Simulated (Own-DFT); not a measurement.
## Calculated data, SiGe (diamond-structure random alloy, atoms displaced)

Computed with Own-DFT development build. A calculation, not a measurement: plane-wave PBE density functional theory by an unreviewed code, no spin, of a simulated periodic cell, stress positive in tension, free energy of the whole cell less one offset for each atom, forces on such cells passed a denser k mesh, this cell's mesh not checked; offsets are fitted by least squares, one for each functional and potential file, so energies compare only between cells with the same atoms and settings and are not formation energies; the far tail of each file's local potential was reset to the Coulomb form; each entry is a single point on an unrelaxed cell, so the pressure reflects the starting lattice, mostly measured values, from which strain is counted, and rises with the displacements; printed positions are rounded, which can move forces by about a meV/angstrom; the program is a retired in-house code; no spin-orbit coupling.

Common to all runs: functional PBE; potential files PseudoDojo norm-conserving, scalar-relativistic, standard set; wave cutoff 42 hartree; occupations Fermi-Dirac; smearing width 0.1 eV; k mesh 3 x 3 x 3 centred on Gamma.

(1) SiGe (diamond-structure random alloy, atoms displaced)

```xyz
64
Lattice="11.0890 0.0000 0.0000 0.0000 11.0890 0.0000 0.0000 0.0000 11.0890" Properties=species:S:1:pos:R:3 SiGe
Si    11.0365     0.0016    11.0519
Si     0.0111     2.7608     2.7290
Ge     2.7776     0.0388     2.7796
Si     2.8190     2.7826    11.0762
Ge     1.4260     1.3978     1.4382
Ge     1.3914     4.1771     4.1270
Ge     4.1800     1.3559     4.1577
Si     4.1305     4.1182     1.3905
Si     0.0374     0.0249     5.5052
Ge     0.0185     2.7856     8.3292
Si     2.7409     0.0133     8.3026
Si     2.7506     2.7930     5.5179
Si     1.3495     1.4121     6.9134
Si     1.3954     4.1683     9.7203
Ge     4.1999     1.3643     9.7047
Si     4.1442     4.1565     6.9599
Ge    11.0628     5.5467     0.0745
Ge     0.0094     8.2928     2.7289
Ge     2.7726     5.5613     2.7540
Ge     2.7370     8.2812     0.0248
Ge     1.3604     6.9082     1.4265
Si     1.3614     9.6639     4.1305
Ge     4.1595     6.9401     4.2225
Si     4.1516     9.6907     1.3823
Ge     0.0186     5.5389     5.5577
Ge    11.0773     8.2681     8.2112
Si     2.8183     5.5790     8.2882
Si     2.7966     8.3257     5.5876
Ge     1.3847     6.9837     6.9074
Si     1.3452     9.7141     9.7228
Si     4.2377     6.9087     9.6735
Ge     4.1747     9.6908     6.8872
Ge     5.5719     0.0356    11.0491
Ge     5.5111     2.6983     2.7502
Ge     8.3217    11.0602     2.7620
Ge     8.2346     2.7468     0.0325
Si     6.9242     1.3897     1.3942
Ge     6.9631     4.1509     4.1492
Si     9.7224     1.4158     4.1118
Si     9.6924     4.1611     1.3991
Si     5.5491     0.0453     5.5564
Si     5.5403     2.7918     8.2987
Ge     8.2762    11.0853     8.3072
Ge     8.3129     2.7912     5.5696
Ge     6.9058     1.4413     6.9240
Ge     6.9715     4.1248     9.7035
Si     9.6947     1.3926     9.7141
Ge     9.6937     4.1694     6.9370
Si     5.5451     5.6346    11.0716
Ge     5.5315     8.3117     2.8216
Si     8.3185     5.4979     2.7419
Si     8.3138     8.3233    11.0581
Si     6.9645     6.8581     1.4147
Ge     6.9539     9.6799     4.2054
Si     9.6811     6.9947     4.1394
Ge     9.6826     9.6855     1.4376
Si     5.5254     5.5529     5.5513
Ge     5.5335     8.3468     8.2628
Ge     8.3412     5.5116     8.2946
Ge     8.3008     8.2976     5.5105
Si     6.9684     6.9166     6.9293
Si     6.9064     9.7044     9.7108
Si     9.6969     6.8667     9.7122
Si     9.6940     9.6991     6.9514
```

- free energy of cell above offsets: -5.888 eV
- pressure: 2.87 GPa
- stress xx: -2.89 GPa
- stress yy: -2.86 GPa
- stress zz: -2.86 GPa
- stress yz: 0.29 GPa
- stress xz: -0.15 GPa
- stress xy: 0.63 GPa

Force:
```csv
element,x (eV/Å),y (eV/Å),z (eV/Å)
Si,0.41,0.06,0.444
Si,-0.568,0.462,0.372
Ge,0.074,-1.568,0.173
Si,-0.496,0.148,-0.034
Ge,-0.687,0.21,-1.578
Ge,-0.246,-0.648,-0.002
Ge,-0.467,0.304,0.952
Si,0.541,0.746,-0.718
Si,-0.613,-0.359,0.159
Ge,-0.076,-0.203,0.355
Si,-0.265,-0.18,0.068
Si,0.297,-0.194,0.659
Si,0.72,-0.325,-0.26
Si,0.666,0.324,0.005
Ge,-0.869,0.681,-0.863
Si,0.038,-0.013,-0.583
Ge,-0.044,-0.545,-0.977
Ge,-0.3,0.289,1.12
Ge,0.707,-0.403,0.19
Ge,0.629,0.366,-0.775
Ge,0.388,-0.003,-0.482
Si,0.588,0.335,0.693
Ge,-0.305,-0.143,0.022
Si,0.141,0.24,-0.053
Ge,-0.572,0.567,-0.694
Ge,-0.634,0.839,1.965
Si,-0.344,-0.311,0.648
Si,-0.711,0.353,-1.043
Ge,1.159,-0.943,-0.176
Si,0.048,0.028,-0.553
Si,-0.968,0.327,-0.038
Ge,-0.567,1.138,0.116
Ge,0.164,-0.95,1.065
Ge,0.462,0.923,-0.212
Ge,-0.336,0.975,0.488
Ge,1.441,-0.106,0.189
Si,-0.101,-0.664,0.154
Ge,-0.822,0.385,-0.099
Si,0.222,-0.192,0.374
Si,-0.15,-0.645,0.25
Si,0.261,-0.521,-0.102
Si,-0.308,0.262,0.215
Ge,0.483,-0.082,0.4
Ge,0.644,-0.487,-0.764
Ge,-0.362,-0.416,0.144
Ge,-1.346,0.712,-0.135
Si,-0.156,-0.105,0.03
Ge,0.588,-0.267,-0.15
Si,0.161,-1.3,0.603
Ge,0.313,-0.066,-0.948
Si,0.589,0.625,0.394
Si,-0.238,-0.603,0.162
Si,-0.145,0.843,-0.499
Ge,-0.86,0.961,-0.183
Si,0.119,-1.297,-0.329
Ge,0.243,0.023,-1.619
Si,0.487,-0.425,0.65
Ge,0.816,-0.615,0.661
Ge,-0.365,0.755,0.467
Ge,0.711,-0.104,1.097
Si,-0.64,-0.229,-0.256
Si,0.37,-0.377,-0.077
Si,-0.038,0.891,-0.063
Si,0.113,0.516,-1.022
```

(2) SiGe (diamond-structure random alloy, atoms displaced)

```xyz
64
Lattice="11.0890 0.0000 0.0000 0.0000 11.0890 0.0000 0.0000 0.0000 11.0890" Properties=species:S:1:pos:R:3 SiGe
Si    11.0826     0.0077    11.0670
Si    11.0695     2.7534     2.7920
Si     2.7189    11.0698     2.7514
Ge     2.7753     2.8061    11.0872
Si     1.4020     1.3995     1.4025
Si     1.4015     4.1097     4.1606
Si     4.1494     1.3723     4.1936
Si     4.1426     4.1114     1.3099
Si     0.0180    11.0742     5.5229
Si    11.0600     2.7771     8.3457
Ge     2.7515     0.0014     8.2541
Si     2.7395     2.7589     5.5942
Ge     1.3711     1.3424     6.9275
Si     1.4111     4.1753     9.6735
Si     4.1724     1.3996     9.7204
Si     4.1791     4.1347     6.9378
Si    11.0842     5.4984     0.0594
Si    11.0714     8.3693     2.8293
Ge     2.7838     5.5339     2.8272
Ge     2.7856     8.3310     0.0535
Si     1.3839     6.9141     1.3323
Si     1.3936     9.6670     4.1411
Si     4.1385     6.9295     4.1279
Si     4.1778     9.7079     1.4109
Ge    11.0621     5.5200     5.5394
Ge    11.0639     8.2652     8.3465
Si     2.7581     5.5713     8.3393
Si     2.7480     8.2829     5.5492
Ge     1.4297     6.9748     6.9478
Si     1.3545     9.6864     9.6906
Ge     4.1599     6.9550     9.6571
Ge     4.2087     9.7847     6.9282
Ge     5.5771    11.0731     0.0650
Si     5.5099     2.7192     2.8330
Ge     8.2434     0.0305     2.7697
Ge     8.2833     2.8036     0.0127
Si     6.9420     1.4328     1.4241
Ge     6.9643     4.1428     4.1645
Ge     9.6835     1.3504     4.1327
Ge     9.7339     4.1368     1.3563
Ge     5.5284     0.0042     5.5324
Ge     5.5364     2.7892     8.2950
Si     8.3215     0.0087     8.3337
Ge     8.2957     2.7849     5.5431
Si     6.9143     1.3252     6.9410
Ge     6.9574     4.1727     9.6533
Ge     9.7568     1.3747     9.7224
Ge     9.6772     4.1656     6.9081
Ge     5.5625     5.5164     0.0062
Ge     5.5132     8.3354     2.7536
Ge     8.3398     5.5641     2.7484
Si     8.3183     8.3652     0.0083
Ge     6.9149     6.9577     1.3870
Ge     6.9480     9.7657     4.1679
Si     9.7309     6.9415     4.1895
Si     9.7484     9.6763     1.3623
Si     5.5314     5.5356     5.5088
Si     5.5616     8.3478     8.3459
Ge     8.3288     5.5042     8.3294
Ge     8.3462     8.3110     5.5269
Ge     6.9182     6.9064     6.9602
Si     6.9317     9.7609     9.6793
Ge     9.6953     6.9716     9.7383
Ge     9.6820     9.6687     6.9404
```

- free energy of cell above offsets: -6.229 eV
- pressure: 2.83 GPa
- stress xx: -2.87 GPa
- stress yy: -2.81 GPa
- stress zz: -2.81 GPa
- stress yz: 0.64 GPa
- stress xz: 0.05 GPa
- stress xy: -0.49 GPa

Force:
```csv
element,x (eV/Å),y (eV/Å),z (eV/Å)
Si,0.841,-0.485,0.697
Si,0.706,-0.045,-0.161
Si,0.705,0.123,0.338
Ge,-0.398,-0.702,-0.484
Si,-0.638,-0.187,-0.115
Si,-0.305,-0.218,0.169
Si,-0.941,0.181,-0.404
Si,0.689,0.348,1.679
Si,-0.142,-0.513,-0.163
Si,0.682,0.329,-0.376
Ge,0.269,-0.085,1.702
Si,0.571,0.198,-0.449
Ge,-0.801,0.939,-0.251
Si,-0.746,0.179,0.162
Si,-0.163,-0.345,-0.1
Si,-0.804,0.814,-0.473
Si,0.739,0.611,-1.147
Si,0.231,-0.911,-0.822
Ge,-0.246,-0.299,-1.122
Ge,-0.274,0.27,-0.537
Si,-0.533,0.081,1.247
Si,0.067,0.357,0.422
Si,0.264,0.147,0.956
Si,-0.717,0.464,0.146
Ge,0.916,0.297,-0.327
Ge,0.545,0.82,-0.101
Si,0.444,-0.709,-0.54
Si,0.896,0.767,-0.59
Ge,-0.346,-0.851,-0.111
Si,0.227,0.333,0.324
Ge,0.078,-0.088,0.39
Ge,-0.565,-1.846,0.023
Ge,-0.166,0.535,-0.463
Si,-0.098,0.441,-0.819
Ge,1.102,-0.379,-1.145
Ge,0.13,-0.68,-0.158
Si,-0.725,0.19,0.056
Ge,-1.007,0.375,-0.499
Ge,0.538,0.245,0.45
Ge,0.071,-0.093,0.729
Ge,0.416,0.774,-0.138
Ge,0.056,-0.808,0.054
Si,-0.165,0.068,-0.211
Ge,-0.034,-1.12,0.515
Si,0.399,0.495,0.148
Ge,-0.549,-0.353,0.526
Ge,-0.782,0.122,-0.158
Ge,0.485,-0.615,0.584
Ge,-0.408,0.109,-0.205
Ge,-0.022,0.045,0.675
Ge,0.346,0.211,0.408
Si,-0.265,0.347,-0.151
Ge,0.422,0.154,-0.374
Ge,-0.406,-1.049,0.005
Si,0.014,0.084,-0.726
Si,-0.407,0.476,0.276
Si,-0.41,0.092,0.258
Si,0.216,0.312,-0.256
Ge,0.39,0.948,-0.11
Ge,-0.476,-0.38,-0.043
Ge,-0.437,0.233,-0.368
Si,0.339,-0.612,0.286
Ge,-0.238,-1.032,0.812
Ge,0.417,0.888,0.061
```

(3) SiGe (diamond-structure random alloy, atoms displaced)

```xyz
64
Lattice="11.0890 0.0000 0.0000 0.0000 11.0890 0.0000 0.0000 0.0000 11.0890" Properties=species:S:1:pos:R:3 SiGe
Ge    11.0626    11.0652    11.0568
Si     0.0153     2.8033     2.7821
Ge     2.7802     0.0039     2.7555
Si     2.7992     2.7590    11.0811
Ge     1.3605     1.4198     1.3293
Ge     1.3530     4.1479     4.1181
Ge     4.2218     1.3730     4.1228
Ge     4.1603     4.2064     1.3912
Si    11.0567    11.0555     5.5521
Ge    11.0778     2.8105     8.2874
Si     2.7987     0.0104     8.3268
Si     2.7898     2.7898     5.5741
Si     1.3927     1.3756     6.9088
Si     1.3729     4.1011     9.6575
Ge     4.1526     1.3547     9.7664
Si     4.1479     4.1618     6.9574
Ge     0.0372     5.5156    11.0187
Si     0.0126     8.3403     2.7440
Si     2.8086     5.5307     2.7713
Ge     2.7774     8.3379    11.0696
Si     1.3600     6.9610     1.3699
Ge     1.3634     9.7104     4.1634
Si     4.1231     6.8578     4.1369
Ge     4.1748     9.7128     1.3830
Si     0.0302     5.5190     5.5694
Si     0.0047     8.3340     8.3240
Ge     2.8067     5.5306     8.3603
Si     2.7983     8.2557     5.5184
Si     1.3694     6.9615     6.9064
Ge     1.3703     9.6997     9.7082
Si     4.2229     6.9470     9.7558
Ge     4.1841     9.6887     6.8852
Si     5.5827    11.0327    11.0364
Ge     5.5407     2.7719     2.7717
Ge     8.3066    11.0521     2.7795
Si     8.3375     2.7823    11.0581
Si     6.9208     1.3332     1.3933
Ge     6.8830     4.1819     4.1750
Ge     9.6911     1.4831     4.2192
Si     9.7152     4.1564     1.4368
Si     5.5203    11.0560     5.4976
Ge     5.5680     2.7748     8.3028
Si     8.3180     0.0364     8.3465
Si     8.3356     2.7673     5.5552
Ge     6.9929     1.3311     6.9113
Si     6.9696     4.1466     9.7690
Ge     9.7646     1.4040     9.7249
Si     9.7293     4.1278     6.9219
Si     5.5647     5.5165     0.0410
Ge     5.5382     8.3193     2.7663
Si     8.3003     5.4867     2.7769
Ge     8.3276     8.2912     0.0023
Si     6.9652     6.9239     1.4277
Si     6.9244     9.6989     4.1908
Si     9.7213     6.9489     4.0950
Ge     9.7112     9.6756     1.4221
Ge     5.4949     5.5498     5.5786
Ge     5.5290     8.2919     8.3408
Ge     8.3178     5.5629     8.2476
Ge     8.3697     8.2798     5.5412
Ge     6.9409     6.9176     6.9264
Ge     6.9527     9.6914     9.6897
Ge     9.7419     6.8716     9.7303
Si     9.7013     9.7043     6.9049
```

- free energy of cell above offsets: -6.507 eV
- pressure: 2.75 GPa
- stress xx: -2.77 GPa
- stress yy: -2.74 GPa
- stress zz: -2.74 GPa
- stress yz: 0.02 GPa
- stress xz: 0.08 GPa
- stress xy: 0.35 GPa

Force:
```csv
element,x (eV/Å),y (eV/Å),z (eV/Å)
Ge,0.214,-0.082,0.71
Si,-0.566,-0.393,-0.522
Ge,-0.369,0.284,-0.029
Si,-0.538,0.71,-0.106
Ge,0.139,0.127,0.484
Ge,0.896,0.269,0.627
Ge,-0.962,0.198,0.981
Ge,-0.308,-0.525,-0.369
Si,0.213,0.658,0.308
Ge,0.554,-0.637,-0.344
Si,-0.511,0.013,-0.451
Si,-0.052,-0.316,-0.205
Si,0.206,-0.265,0.009
Si,0.958,0.054,0.568
Ge,0.302,-0.026,-0.565
Si,-0.149,-0.377,-0.148
Ge,0.362,-0.643,1.407
Si,0.162,-0.744,0.299
Si,-1.111,0.628,-0.232
Ge,0.054,-0.689,0.351
Si,0.529,-0.456,0.34
Ge,0.242,-0.432,0.234
Si,0.128,0.709,0.053
Ge,0.211,0.193,-0.492
Si,-0.587,0.624,-0.299
Si,-0.258,-0.235,-0.609
Ge,-0.349,0.57,-0.157
Si,-0.395,0.033,-0.077
Si,0.211,-0.199,0.344
Ge,0.397,0.142,-0.978
Si,-0.338,-0.76,0.189
Ge,-0.662,0.088,0.203
Si,0,0.604,0.975
Ge,0.588,-0.132,-0.739
Ge,-0.218,0.617,0.505
Si,-0.082,-0.243,1.227
Si,0.164,0.4,-0.901
Ge,0.812,-0.361,0.289
Ge,0.615,-1.002,-0.731
Si,-0.197,-0.189,-0.589
Si,0.891,0.084,0.208
Ge,0.088,0.119,0.375
Si,0.82,-0.682,-0.307
Si,-0.453,0.895,0.448
Ge,-0.614,0.111,-0.334
Si,-0.283,0.356,-0.593
Ge,-1.121,0.191,-0.523
Si,-0.489,0.533,-0.681
Si,0.669,0.757,-0.346
Ge,0.294,-0.55,0.633
Si,0.458,0.821,-0.048
Ge,-0.096,-0.313,0.306
Si,-0.28,-0.601,-0.234
Si,-0.053,-0.218,0.056
Si,0.323,-0.896,0.157
Ge,0.014,0.036,-0.305
Ge,-0.308,-0.025,-0.114
Ge,0.173,0.032,-0.217
Ge,0.316,-1.136,0.96
Ge,-0.209,0.473,-0.441
Ge,-0.391,0.449,-0.229
Ge,0.213,0.217,-0.212
Ge,-0.326,0.923,-1.087
Si,0.058,0.214,0.971
```

(4) SiGe (diamond-structure random alloy, atoms displaced)

```xyz
64
Lattice="11.0890 0.0000 0.0000 0.0000 11.0890 0.0000 0.0000 0.0000 11.0890" Properties=species:S:1:pos:R:3 SiGe
Si     0.0321     0.0053     0.0313
Ge    11.0560     2.7815     2.8171
Si     2.7807     0.0169     2.7902
Ge     2.8038     2.8184     0.0221
Si     1.3953     1.4038     1.3705
Ge     1.3796     4.1540     4.1398
Si     4.1352     1.3685     4.1183
Si     4.1064     4.1864     1.3770
Ge    11.0656    11.0348     5.5150
Ge    11.0834     2.7593     8.3131
Si     2.7836    11.0707     8.3108
Si     2.7875     2.7470     5.5424
Ge     1.3659     1.3987     6.9747
Ge     1.3858     4.1921     9.7419
Ge     4.2031     1.3797     9.6951
Ge     4.2065     4.1239     6.8549
Si     0.0225     5.5666    11.0697
Ge    11.0636     8.3666     2.7452
Ge     2.7117     5.5089     2.7686
Ge     2.7335     8.3175     0.0014
Ge     1.3902     6.9106     1.3701
Ge     1.4320     9.6827     4.1277
Si     4.1757     6.9060     4.1081
Si     4.1993     9.7357     1.3943
Ge    11.0577     5.5465     5.5693
Si     0.0650     8.3255     8.3101
Ge     2.7570     5.5360     8.3339
Si     2.7748     8.2363     5.5708
Si     1.3506     6.9728     6.9281
Si     1.4015     9.6784     9.7289
Ge     4.1341     6.9279     9.6988
Si     4.1620     9.7388     6.9631
Si     5.6053     0.0225     0.0132
Ge     5.5596     2.7285     2.8033
Si     8.3284    11.0721     2.7004
Si     8.3616     2.7641    11.0299
Si     6.9147     1.4745     1.4076
Ge     6.9084     4.1544     4.1374
Si     9.6958     1.3764     4.1442
Ge     9.6879     4.1492     1.4037
Ge     5.5707    11.0790     5.4851
Ge     5.5210     2.7275     8.3329
Si     8.2775     0.0532     8.3360
Ge     8.3322     2.7531     5.5336
Si     6.9479     1.3921     6.9366
Ge     6.9481     4.1618     9.7356
Ge     9.6960     1.3973     9.6396
Ge     9.6771     4.1717     6.9406
Ge     5.5962     5.5105    11.0782
Si     5.4893     8.2839     2.7401
Si     8.3353     5.5748     2.8067
Si     8.2901     8.2442    11.0733
Si     6.9223     6.9439     1.4012
Si     6.9582     9.7097     4.1905
Si     9.7613     6.9390     4.1656
Si     9.7155     9.6984     1.4340
Si     5.5482     5.5742     5.5469
Ge     5.5556     8.2820     8.3210
Si     8.2820     5.5399     8.3580
Ge     8.3314     8.3735     5.5684
Ge     6.9949     6.9658     6.9628
Si     6.9569     9.7288     9.7081
Ge     9.7344     6.8796     9.7366
Ge     9.6991     9.7120     6.9731
```

- free energy of cell above offsets: -6.287 eV
- pressure: 2.82 GPa
- stress xx: -2.84 GPa
- stress yy: -2.82 GPa
- stress zz: -2.8 GPa
- stress yz: 0.18 GPa
- stress xz: 0.41 GPa
- stress xy: 0 GPa

Force:
```csv
element,x (eV/Å),y (eV/Å),z (eV/Å)
Si,-0.258,-0.288,-0.193
Ge,0.263,-0.821,-0.568
Si,0.138,0.064,-0.884
Ge,-0.225,-0.679,-0.003
Si,0.026,-0.263,0.447
Ge,0.079,-0.453,1.146
Si,-0.201,0.047,0.592
Si,1.094,-0.171,0.461
Ge,0.195,0.736,-0.039
Ge,0.166,0.92,0.194
Si,-0.199,-0.17,0.446
Si,-0.077,-0.241,-0.425
Ge,0.712,-0.62,-0.823
Ge,-0.375,-0.344,-0.156
Ge,-0.802,-0.888,0.579
Ge,-0.484,0.382,0.315
Si,-0.262,-0.589,0.797
Ge,0.247,-0.793,0.331
Ge,1.092,0.477,-0.036
Ge,0.877,0.575,0.334
Ge,-0.673,0.188,0.022
Ge,0.415,-0.201,0.5
Si,-0.289,0.017,0.685
Si,-0.305,0.152,-0.09
Ge,0.505,0.467,-0.118
Si,-0.444,0.059,0.478
Ge,-0.03,0.13,-1.12
Si,0.627,0.633,-0.155
Si,0.388,-0.418,0.103
Si,-0.358,0.769,-0.518
Ge,0.371,-0.123,0.343
Si,-0.196,-0.667,-0.629
Si,0.058,-0.186,0.348
Ge,-1.159,0.655,-0.57
Si,-0.429,0.502,0.726
Si,-0.487,-0.072,0.944
Si,0.992,-1.068,-0.954
Ge,0.343,0.747,0.47
Si,-0.35,-0.676,-0.19
Ge,-0.096,0.616,-0.6
Ge,-0.424,0.327,0.707
Ge,0.991,0.558,-0.683
Si,-0.163,-0.632,-0.318
Ge,-0.208,-0.254,-0.023
Si,-0.169,-0.253,-0.096
Ge,0.341,-0.693,-0.639
Ge,0.114,-0.759,1.044
Ge,-0.375,0.065,0.425
Ge,-0.887,0.633,0.97
Si,0.769,0.593,0.386
Si,-0.155,0.374,-0.226
Si,0.264,1.102,0.472
Si,0.227,-0.166,0.272
Si,-0.193,-0.326,-1.504
Si,-0.842,0.169,-0.149
Si,-0.685,0.229,-1.559
Si,0.264,0.287,-0.356
Ge,-0.168,1.203,0.186
Si,0.523,0.005,-0.197
Ge,0.359,-0.624,-0.778
Ge,-0.426,-0.84,-0.43
Si,0.048,-0.234,0.264
Ge,-0.17,0.606,-0.74
Ge,0.079,0.228,0.785
```
